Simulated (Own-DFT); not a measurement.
# One host, several defects: C11b WSi2

No measurement is shown. These are fixed-geometry runs of a retired plane-wave code named Own-DFT, which no person has reviewed; spin and spin-orbit coupling are neglected.

Settings: PBEsol; PseudoDojo norm-conserving scalar-relativistic files, made for PBE; cutoff 50 hartree; 5 x 5 x 5 k mesh centred on Gamma; cold (Marzari-Vanderbilt) smearing of 0.2 eV.

Known weak points: forces on such cells failed a check on a denser k mesh; stress not checked against mesh or cutoff.

All runs share one cell, with vectors in Å (-2.148, -5.953, 3.409); (-6.444, 2.976, 1.136); (-2.553, -2.948, -6.757) and a volume of 403.2 Å³. u is the rms random offset of the atoms per axis. The defect's site can differ from row to row.

```
cell,formula,u (Å),P (GPa)
no defect,Si20W10,0.0197,0.21
no defect,Si20W10,0.0493,2.10
no defect,Si20W10,0.0527,2.14
one Si vacancy,Si19W10,0.0306,-0.46
one Si vacancy,Si19W10,0.0477,0.21
one Si vacancy,Si19W10,0.0510,0.71
one Si on a W site,Si21W9,0.0294,2.15
one Si on a W site,Si21W9,0.0330,?
one Si on a W site,Si21W9,0.0463,3.79
one Si on a W site,Si21W9,0.0519,4.12
one W vacancy,Si20W9,0.0283,-0.21
one W vacancy,Si20W9,0.0285,-0.33
one W vacancy,Si20W9,0.0493,0.86
one W on a Si site,Si19W11,0.0280,5.31
one W on a Si site,Si19W11,0.0318,5.27
one W on a Si site,Si19W11,0.0502,5.79
```

## Analysis

P = P0 + c u² + a shift for each defect gives P0 = 0.10 GPa, c = 742 ± 92 GPa/Å² and a scatter of 0.29 GPa. The shifts, and each times the cell's volume:

- one W on a Si site: 4.29 ± 0.24 GPa, 10.8 eV
- one Si on a W site: 1.84 ± 0.24 GPa, 4.6 eV
- one W vacancy: -1.00 ± 0.25 GPa, -2.5 eV
- one Si vacancy: -1.38 ± 0.24 GPa, -3.5 eV

A positive shift means that the defect pushes the cell outwards. Shift times volume (160.2 GPa Å³ is 1 eV) depends little on the cell's size, so, taken for each site, it can be compared between cells at like pressure. The atoms around the defects weren't relaxed, which would change these numbers.

## The run left out

Question: what pressure belongs in the blank (one Si on a W site, u = 0.0330 Å)?

From the fit: 2.75 ± 0.35 GPa. The run itself gave 2.60 GPa.
